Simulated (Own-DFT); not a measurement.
Al₃GaN₄ (wurtzite random alloy, strained, atoms displaced) (calculated)

A calculation, not a measurement: plane-wave PBE density functional theory by an unreviewed code, no spin, of a simulated periodic cell, stress positive in tension, free energy of the whole cell less one offset for each atom, forces on such cells passed a denser k mesh, this cell's mesh not checked; offsets are fitted by least squares, one for each functional and potential file, so energies compare only between cells with the same atoms and settings and are not formation energies; the far tail of each file's local potential was reset to the Coulomb form; each entry is a single point on an unrelaxed cell, so the pressure reflects the starting lattice, mostly measured values, from which strain is counted, and rises with the displacements; printed positions are rounded, which can move forces by about a meV/angstrom; the program is a retired in-house code; no spin-orbit coupling. Program: Own-DFT development build.

Al₃GaN₄ (wurtzite random alloy, strained, atoms displaced)

```
Al3GaN4
1.0
      9.3938     0.0000     0.0000
     -4.6969     8.1352     0.0000
      0.0000     0.0000    10.0403
Al N Al Ga N Ga Al N Al N Al N Ga Al N Al N Al Ga N Al Ga N Al N Al N Al N Al N Ga N Al Ga N Al Ga N Al N Al N
2 2 1 1 2 1 1 2 2 2 2 2 1 1 2 2 2 1 1 2 1 1 2 2 2 2 2 2 2 2 2 2 2 1 1 2 1 1 2 2 2 2 2
Direct
  0.10391 0.21570 0.99518
  0.22500 0.10585 0.25170
  0.11697 0.22094 0.18811
  0.22195 0.10992 0.43393
  0.11505 0.23202 0.50103
  0.22331 0.11379 0.75577
  0.11766 0.22401 0.68836
  0.21244 0.10413 0.93478
  0.10820 0.55519 0.99733
  0.21397 0.44138 0.24788
  0.10718 0.56703 0.18524
  0.22818 0.45500 0.43948
  0.11782 0.56709 0.49569
  0.21359 0.44627 0.74449
  0.09864 0.54551 0.68650
  0.22345 0.45404 0.94233
  0.11268 0.88250 0.99966
  0.22451 0.78162 0.24471
  0.10282 0.88660 0.19225
  0.22363 0.77381 0.43711
  0.10709 0.88349 0.50232
  0.22078 0.77441 0.76068
  0.10748 0.88512 0.69065
  0.21789 0.77426 0.93619
  0.45053 0.22132 0.99446
  0.56005 0.11361 0.24690
  0.43786 0.22784 0.19357
  0.55556 0.10586 0.43950
  0.45047 0.23129 0.50038
  0.54853 0.11347 0.75633
  0.44502 0.21897 0.68563
  0.55695 0.10381 0.93955
  0.43758 0.55954 0.00472
  0.55952 0.44856 0.24888
  0.43659 0.55132 0.19078
  0.56078 0.44548 0.43941
  0.44130 0.55755 0.49788
  0.55645 0.43752 0.74517
  0.43307 0.54787 0.68079
  0.55047 0.44379 0.94307
  0.43956 0.88707 0.00475
  0.55356 0.78112 0.25541
  0.44435 0.87952 0.18603
  0.56283 0.78459 0.44136
  0.43530 0.88118 0.50303
  0.56011 0.78044 0.75299
  0.44417 0.89045 0.68764
  0.55153 0.77186 0.94288
  0.78193 0.23191 0.00864
  0.89903 0.11451 0.24807
  0.78864 0.22797 0.19609
  0.89567 0.11306 0.43787
  0.77437 0.21407 0.50257
  0.88435 0.11057 0.75093
  0.78452 0.22447 0.69821
  0.89102 0.11271 0.94148
  0.77963 0.55579 0.00238
  0.89426 0.43517 0.23981
  0.77924 0.55646 0.19069
  0.88471 0.43185 0.43743
  0.78016 0.56244 0.49803
  0.89736 0.45640 0.74265
  0.77579 0.54794 0.68333
  0.88616 0.43315 0.94566
  0.78417 0.89869 0.99458
  0.89348 0.77959 0.24931
  0.78240 0.88727 0.18438
  0.87802 0.76834 0.43757
  0.78053 0.89386 0.49210
  0.88299 0.77134 0.74591
  0.77576 0.88019 0.68791
  0.89325 0.77948 0.93828
```

* functional: PBE
* potential files: PseudoDojo norm-conserving, scalar-relativistic, standard set with the stringent files for Ga
* wave cutoff: 96 hartree
* occupations: Gaussian
* smearing width: 0.01 eV
* k mesh: 4 x 4 x 3 centred on Gamma
* free energy of cell above offsets: -23.021 eV
* pressure: 6.58 GPa
* stress xx: -5.33 GPa
* stress yy: -6.33 GPa
* stress zz: -8.1 GPa
* stress yz: 1.33 GPa
* stress xz: -0.2 GPa
* stress xy: -1.03 GPa

Force:
| element | x (eV/Å) | y (eV/Å) | z (eV/Å) |
| --- | --- | --- | --- |
| Al | 1.225 | 1.553 | 0.756 |
| Al | -1.09 | 0.577 | -0.45 |
| N | -0.718 | 0.208 | -0.267 |
| N | 0.008 | 0.908 | 1.476 |
| Al | 0.667 | -0.788 | -0.562 |
| Ga | -0.018 | -0.742 | -2.33 |
| N | -1.327 | 0.657 | -0.187 |
| N | 1.398 | 0.32 | 3.085 |
| Ga | -0.084 | -0.258 | 0.361 |
| Al | 0.708 | 0.641 | -0.11 |
| N | 2.542 | -0.289 | 0.848 |
| N | -0.84 | -0.914 | -0.564 |
| Al | -0.948 | -2.891 | 0.191 |
| Al | 1.533 | -0.448 | 0.843 |
| N | 3.369 | 3.478 | -0.913 |
| N | 0.81 | -2.147 | -1.38 |
| Al | -1.56 | 0.766 | 0.05 |
| Al | -0.495 | -0.099 | 0.839 |
| N | 2.364 | 0.606 | -0.955 |
| N | -0.195 | 0.958 | -0.91 |
| Ga | -0.119 | 0.817 | -0.552 |
| Al | -0.046 | 0.349 | -3.442 |
| N | 0.448 | -0.867 | 0.938 |
| N | 0.587 | 1.45 | 1.721 |
| Al | -1.635 | 0.202 | 1.162 |
| Al | -0.63 | -0.054 | 0.872 |
| N | 2.407 | -2.059 | -1.716 |
| N | -1.457 | -0.475 | -0.557 |
| Al | 0.07 | -1.655 | -1.176 |
| Ga | 2.139 | -0.582 | -1.655 |
| N | -0.743 | 1.164 | 0.108 |
| N | -0.442 | 0.725 | 2.606 |
| Al | 1.224 | -0.841 | -0.263 |
| Ga | -0.586 | 0.224 | 0.124 |
| N | -0.582 | 1.344 | 0.418 |
| N | -0.982 | 0.561 | 1.137 |
| Al | 1.475 | 0.338 | -0.5 |
| Al | -1.398 | 0.996 | 0.569 |
| N | 0.943 | 0.829 | 1.672 |
| N | 0.725 | 0.014 | -0.963 |
| Al | 1.129 | -0.656 | -1.468 |
| Al | 1.704 | -1.049 | -0.958 |
| N | -1.252 | 1.803 | 0.746 |
| N | -1.097 | -0.676 | -0.119 |
| Al | 1.115 | 1.412 | -0.452 |
| Al | -0.853 | -1.075 | -0.677 |
| N | -0.161 | -1.362 | 1.081 |
| N | 0.027 | 1.624 | -0.53 |
| Al | 0.545 | -2.802 | -0.896 |
| Al | -0.024 | -1.076 | 0.119 |
| N | -0.752 | -4.358 | -1.895 |
| N | 0.631 | -0.317 | -0.214 |
| Ga | 0.081 | 0.467 | 0.31 |
| Ga | 1.591 | -0.612 | -0.268 |
| N | -1.957 | 0.036 | -0.925 |
| N | -1.133 | 0.423 | 0.69 |
| Al | -0.618 | 0.083 | -0.317 |
| Ga | -2.055 | 3.41 | 2.828 |
| N | 0.653 | 0.59 | -0.793 |
| N | 0.125 | 2.724 | 0.505 |
| Al | 0.745 | -2.574 | -0.718 |
| Ga | -2.028 | -3.038 | 1.966 |
| N | -1.614 | 1.34 | 0.484 |
| N | -1.716 | 2.227 | -1.016 |
| Al | -0.054 | -2.099 | 0.753 |
| Al | -1.412 | -1.091 | -0.044 |
| N | -0.951 | 0.591 | 0.87 |
| N | 0.288 | 1.782 | -0.36 |
| Al | 0.417 | -0.366 | 0.995 |
| Al | 0.612 | 0.313 | 0.574 |
| N | -0.411 | 0.403 | -0.363 |
| N | -0.32 | -0.653 | -0.23 |
